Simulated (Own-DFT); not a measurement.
## Calculated data, Hf₃₂O₆₃ (monoclinic hafnia with one vacancy, atoms displaced)

Computed with Own-DFT development build. A calculation, not a measurement: plane-wave density functional theory by an unreviewed code, no spin, of a simulated periodic cell, stress positive in tension, run twice, with PBE and with PBEsol, both on files made for PBE, so the change isn't that of files made for PBEsol, defect cell not probed for a lower state with spin; hafnium file: forces about 75 meV/angstrom off all-electron values; oxygen file: force components 24 meV/angstrom off all-electron in one glass; forces on such cells passed a denser k mesh, this cell's mesh not checked; the far tail of each file's local potential was reset to the Coulomb form; each entry is a single point on an unrelaxed cell, so the pressure reflects the starting lattice, mostly measured values (interpolated for alloys), from which strain is counted, and rises with the displacements; printed positions are rounded, which can move forces by about a meV/angstrom; the program, named Own-DFT, is a retired in-house code; no spin-orbit coupling; stress was not checked against mesh or cutoff.

```json
{"formula": "Hf32O63", "kind": "monoclinic hafnia with one vacancy, atoms displaced", "structure": {"cell_angstrom": [[10.234, 0.0, 0.0], [0.0, 10.35, 0.0], [-1.6955, 0.0, 10.4453]], "atoms_fractional": [["Hf", 0.14082, 0.02267, 0.10305], ["Hf", 0.35674, 0.27608, 0.1437], ["Hf", 0.35803, 0.48011, 0.40255], ["Hf", 0.13947, 0.23539, 0.36491], ["O", 0.03523, 0.16841, 0.17033], ["O", 0.46641, 0.41498, 0.07827], ["O", 0.45555, 0.3346, 0.32785], ["O", 0.03556, 0.07389, 0.42077], ["O", 0.28099, 0.13327, 0.01618], ["O", 0.27533, 0.11604, 0.26001], ["O", 0.22634, 0.36671, 0.48609], ["Hf", 0.1314, 0.02071, 0.59817], ["Hf", 0.36206, 0.26756, 0.63472], ["Hf", 0.3651, 0.47839, 0.8989], ["Hf", 0.13347, 0.23695, 0.84766], ["O", 0.0357, 0.16906, 0.67187], ["O", 0.47364, 0.41672, 0.57404], ["O", 0.46525, 0.33873, 0.82922], ["O", 0.03418, 0.08676, 0.92491], ["O", 0.22311, 0.37577, 0.74221], ["O", 0.2803, 0.12411, 0.51069], ["O", 0.27419, 0.11982, 0.76993], ["O", 0.22816, 0.37111, 0.99338], ["Hf", 0.13819, 0.52436, 0.10255], ["Hf", 0.35216, 0.76897, 0.13741], ["Hf", 0.36062, 0.97577, 0.40388], ["Hf", 0.13945, 0.73259, 0.3399], ["O", 0.03642, 0.67046, 0.17474], ["O", 0.46257, 0.92043, 0.07453], ["O", 0.45701, 0.82847, 0.32699], ["O", 0.04496, 0.58195, 0.4263], ["O", 0.22674, 0.88592, 0.24658], ["O", 0.28101, 0.63048, 0.01084], ["O", 0.27715, 0.61932, 0.26063], ["O", 0.22286, 0.87169, 0.49753], ["Hf", 0.14669, 0.52977, 0.60499], ["Hf", 0.36097, 0.77073, 0.64458], ["Hf", 0.36382, 0.98136, 0.88362], ["Hf", 0.13465, 0.72159, 0.84931], ["O", 0.03693, 0.6631, 0.67936], ["O", 0.46266, 0.91002, 0.58401], ["O", 0.46971, 0.8313, 0.8297], ["O", 0.04357, 0.58664, 0.93696], ["O", 0.22859, 0.88053, 0.73509], ["O", 0.28526, 0.62024, 0.51716], ["O", 0.26957, 0.6251, 0.76271], ["O", 0.22686, 0.87131, 0.99499], ["Hf", 0.63611, 0.02064, 0.1053], ["Hf", 0.86327, 0.27274, 0.13944], ["Hf", 0.86052, 0.47713, 0.39549], ["Hf", 0.63431, 0.22983, 0.35495], ["O", 0.53719, 0.1635, 0.17147], ["O", 0.96695, 0.4141, 0.08106], ["O", 0.97037, 0.33743, 0.33936], ["O", 0.53312, 0.07898, 0.42487], ["O", 0.72127, 0.38109, 0.24588], ["O", 0.7713, 0.12854, 0.0164], ["O", 0.77658, 0.12602, 0.26584], ["O", 0.71707, 0.36836, 0.49105], ["Hf", 0.62758, 0.00967, 0.6029], ["Hf", 0.8589, 0.27089, 0.64886], ["Hf", 0.86384, 0.4794, 0.89996], ["Hf", 0.64504, 0.24137, 0.85798], ["O", 0.5384, 0.15404, 0.67475], ["O", 0.96312, 0.41389, 0.57049], ["O", 0.96144, 0.33067, 0.82795], ["O", 0.53117, 0.08613, 0.92734], ["O", 0.72863, 0.38519, 0.73654], ["O", 0.77898, 0.1315, 0.52244], ["O", 0.77316, 0.12197, 0.76377], ["O", 0.71923, 0.36598, 0.98677], ["Hf", 0.64292, 0.50835, 0.09869], ["Hf", 0.86143, 0.77173, 0.1461], ["Hf", 0.86086, 0.97805, 0.39893], ["Hf", 0.63423, 0.731, 0.35412], ["O", 0.53383, 0.66276, 0.17591], ["O", 0.96599, 0.90615, 0.07811], ["O", 0.96271, 0.83586, 0.31569], ["O", 0.53567, 0.57535, 0.41932], ["O", 0.7329, 0.87415, 0.23115], ["O", 0.77783, 0.63129, 0.01377], ["O", 0.7714, 0.61964, 0.25911], ["O", 0.72783, 0.8696, 0.4979], ["Hf", 0.63656, 0.52291, 0.60226], ["Hf", 0.8631, 0.76156, 0.65535], ["Hf", 0.8636, 0.98266, 0.90387], ["Hf", 0.64228, 0.72763, 0.86207], ["O", 0.54022, 0.6668, 0.67523], ["O", 0.96657, 0.92186, 0.57748], ["O", 0.96646, 0.83398, 0.82405], ["O", 0.53548, 0.58955, 0.92094], ["O", 0.72162, 0.88155, 0.74136], ["O", 0.77037, 0.62386, 0.50704], ["O", 0.76797, 0.62186, 0.76604], ["O", 0.72742, 0.8769, 0.99286]]}, "settings": {"functional": "PBE, then PBEsol", "potential_files": "PseudoDojo norm-conserving, scalar-relativistic, standard set", "wave_cutoff [hartree]": 72.0, "occupations": "Fermi-Dirac", "smearing_width [eV]": 0.1, "k_mesh": "2 x 2 x 2 centred on Gamma"}, "results": {"PBE_pressure [GPa]": 5.56, "PBE_stress_xx [GPa]": -5.28, "PBE_stress_yy [GPa]": -5.36, "PBE_stress_zz [GPa]": -6.05, "PBE_stress_yz [GPa]": -0.66, "PBE_stress_xz [GPa]": -0.1, "PBE_stress_xy [GPa]": -0.3, "PBEsol_pressure [GPa]": -0.82, "PBEsol_stress_xx [GPa]": 1.15, "PBEsol_stress_yy [GPa]": 0.97, "PBEsol_stress_zz [GPa]": 0.35, "PBEsol_stress_yz [GPa]": -0.62, "PBEsol_stress_xz [GPa]": 0.26, "PBEsol_stress_xy [GPa]": -0.31, "force_element": ["Hf", "Hf", "Hf", "Hf", "O", "O", "O", "O", "O", "O", "O", "Hf", "Hf", "Hf", "Hf", "O", "O", "O", "O", "O", "O", "O", "O", "Hf", "Hf", "Hf", "Hf", "O", "O", "O", "O", "O", "O", "O", "O", "Hf", "Hf", "Hf", "Hf", "O", "O", "O", "O", "O", "O", "O", "O", "Hf", "Hf", "Hf", "Hf", "O", "O", "O", "O", "O", "O", "O", "O", "Hf", "Hf", "Hf", "Hf", "O", "O", "O", "O", "O", "O", "O", "O", "Hf", "Hf", "Hf", "Hf", "O", "O", "O", "O", "O", "O", "O", "O", "Hf", "Hf", "Hf", "Hf", "O", "O", "O", "O", "O", "O", "O", "O"], "PBE_force_x [eV/angstrom]": [0.423, 0.247, 1.875, -0.57, -0.606, 0.479, 0.287, 0.637, -0.81, -0.259, 0.09, 0.447, 1.37, 0.044, 1.285, 0.005, -2.046, 0.716, 0.05, 0.48, -0.359, -0.026, -0.779, 1.241, 2.947, 0.059, -1.063, 0.572, -0.184, 0.572, -0.162, -0.58, -0.561, -0.474, 0.138, -1.907, 0.279, 0.264, 1.036, -0.831, -0.003, -0.449, -2.003, -0.539, -0.056, 1.125, -0.761, -1.015, 0.109, -0.326, -0.252, -0.782, -0.147, 0.159, 0.171, 0.663, 0.978, 0.212, 0.575, 2.769, 0.019, 0.358, -2.24, -2.018, 0.525, -0.481, 1.208, -0.538, -0.407, 0.36, 1.514, -1.852, -0.843, -0.143, -0.385, 0.028, 1.404, 0.872, 0.023, -1.955, 0.273, 0.588, -0.011, 0.324, -1.155, -0.257, -0.686, -0.819, -1.073, -0.112, -0.641, 0.672, 0.835, 2.082, -0.223], "PBE_force_y [eV/angstrom]": [0.44, -1.701, 0.321, -2.199, 0.552, 0.355, -0.538, 1.197, -0.432, 1.023, 0.654, -0.33, -0.192, 0.265, -1.961, 0.266, -1.823, -0.603, 0.068, 0.888, 0.808, 1.344, 0.866, -0.64, 1.493, 0.245, 0.447, -1.24, -0.975, 0.111, 0.732, -1.139, -0.931, -0.388, -1.007, -2.095, -0.686, -0.59, 3.071, -0.448, 0.375, 0.09, -0.669, -0.46, 1.004, -0.992, -0.163, -0.396, -2.385, 0.783, -0.486, 1.356, 0.834, -0.857, 0.098, -0.604, 0.84, -0.35, 0.175, 1.373, -0.418, 0.687, -4.522, 2.162, 0.397, 1.329, 1.09, -0.29, -0.93, 0.522, 2.117, 3.344, -0.307, 0.274, -1.183, -0.109, 1.641, 0.082, 0.954, 1.032, -1.467, -0.294, -0.527, 0.251, 2.185, -0.273, 1.961, 0.262, -1.768, -0.086, -1.56, -0.926, 0.767, -0.387, -0.804], "PBE_force_z [eV/angstrom]": [0.342, 1.11, -2.11, -2.938, 0.282, -0.452, -0.065, -0.522, -0.697, 0.667, 1.439, 1.626, 2.621, -0.208, 1.341, -0.089, 0.81, -0.858, -0.066, -1.022, 0.461, -2.026, -0.203, 2.18, 1.547, -2.245, 2.106, -0.759, 0.461, 0.625, -0.359, -0.657, -0.549, -0.425, -1.15, -0.554, 1.413, 2.966, 1.957, -0.895, -0.836, -0.489, -2.035, 0.37, 0.035, -0.194, -1.299, -0.077, 2.961, 0.685, 0.191, 0.827, -0.757, -1.594, -0.274, -1.117, -0.499, 0.25, -0.25, 1.095, -1.672, -0.796, -2.504, 0.134, 1.273, 0.961, -0.924, 1.418, -1.384, 0.953, 1.3, 2.383, -0.265, -0.473, -1.046, -0.843, -0.793, 1.926, 0.006, 1.793, -0.679, 0.115, -1.044, -0.398, -1.313, -1.315, -0.819, -0.307, 0.452, 0.346, 0.667, 0.478, 0.905, 0.041, -0.674], "PBEsol_force_x [eV/angstrom]": [0.431, 0.347, 1.909, -0.617, -0.598, 0.454, 0.285, 0.623, -0.849, -0.315, 0.148, 0.421, 1.329, 0.05, 1.261, 0.007, -2.016, 0.695, 0.043, 0.518, -0.396, -0.073, -0.681, 1.165, 2.867, 0.042, -1.051, 0.59, -0.182, 0.551, -0.134, -0.515, -0.616, -0.536, 0.218, -1.857, 0.26, 0.269, 1.008, -0.785, -0.008, -0.449, -1.926, -0.443, -0.112, 1.017, -0.677, -1.001, 0.106, -0.331, -0.231, -0.748, -0.164, 0.162, 0.158, 0.703, 0.903, 0.142, 0.619, 2.695, 0.007, 0.336, -2.17, -1.961, 0.483, -0.474, 1.18, -0.466, -0.44, 0.297, 1.528, -1.805, -0.835, -0.111, -0.385, 0.035, 1.339, 0.844, 0.023, -1.833, 0.204, 0.507, 0.046, 0.317, -1.145, -0.263, -0.668, -0.781, -1.032, -0.12, -0.611, 0.707, 0.736, 1.973, -0.149], "PBEsol_force_y [eV/angstrom]": [0.48, -1.702, 0.334, -2.253, 0.551, 0.355, -0.525, 1.15, -0.413, 0.986, 0.621, -0.31, -0.151, 0.203, -1.956, 0.281, -1.756, -0.589, 0.044, 0.852, 0.799, 1.303, 0.854, -0.452, 1.497, 0.203, 0.404, -1.19, -0.927, 0.096, 0.689, -1.134, -0.909, -0.356, -0.948, -1.986, -0.604, -0.611, 2.938, -0.41, 0.382, 0.083, -0.675, -0.454, 0.946, -0.962, -0.159, -0.335, -2.321, 0.705, -0.518, 1.328, 0.821, -0.841, 0.075, -0.585, 0.831, -0.338, 0.18, 1.386, -0.375, 0.623, -4.465, 2.115, 0.396, 1.279, 1.027, -0.298, -0.898, 0.535, 2.079, 3.313, -0.216, 0.237, -1.239, -0.082, 1.614, 0.058, 0.921, 0.997, -1.442, -0.289, -0.502, 0.282, 2.185, -0.309, 1.861, 0.262, -1.679, -0.129, -1.54, -0.916, 0.729, -0.36, -0.783], "PBEsol_force_z [eV/angstrom]": [0.318, 1.006, -1.935, -2.8, 0.301, -0.498, -0.099, -0.43, -0.65, 0.641, 1.385, 1.543, 2.569, -0.17, 1.263, -0.026, 0.724, -0.853, -0.007, -0.984, 0.445, -1.965, -0.183, 1.986, 1.529, -2.178, 1.991, -0.687, 0.394, 0.57, -0.288, -0.641, -0.52, -0.428, -1.11, -0.566, 1.404, 2.936, 1.875, -0.809, -0.86, -0.535, -1.926, 0.345, 0.056, -0.206, -1.233, -0.117, 2.899, 0.706, 0.16, 0.848, -0.801, -1.571, -0.206, -1.096, -0.487, 0.245, -0.253, 1.061, -1.628, -0.756, -2.457, 0.138, 1.179, 0.89, -0.852, 1.396, -1.342, 0.943, 1.271, 2.32, -0.234, -0.434, -1.059, -0.766, -0.813, 1.81, 0.072, 1.739, -0.674, 0.112, -1.012, -0.424, -1.228, -1.253, -0.836, -0.253, 0.377, 0.275, 0.69, 0.455, 0.882, 0.037, -0.649], "rms_change_of_force_components_from_PBE_to_PBEsol [eV/angstrom]": 0.052}}
```
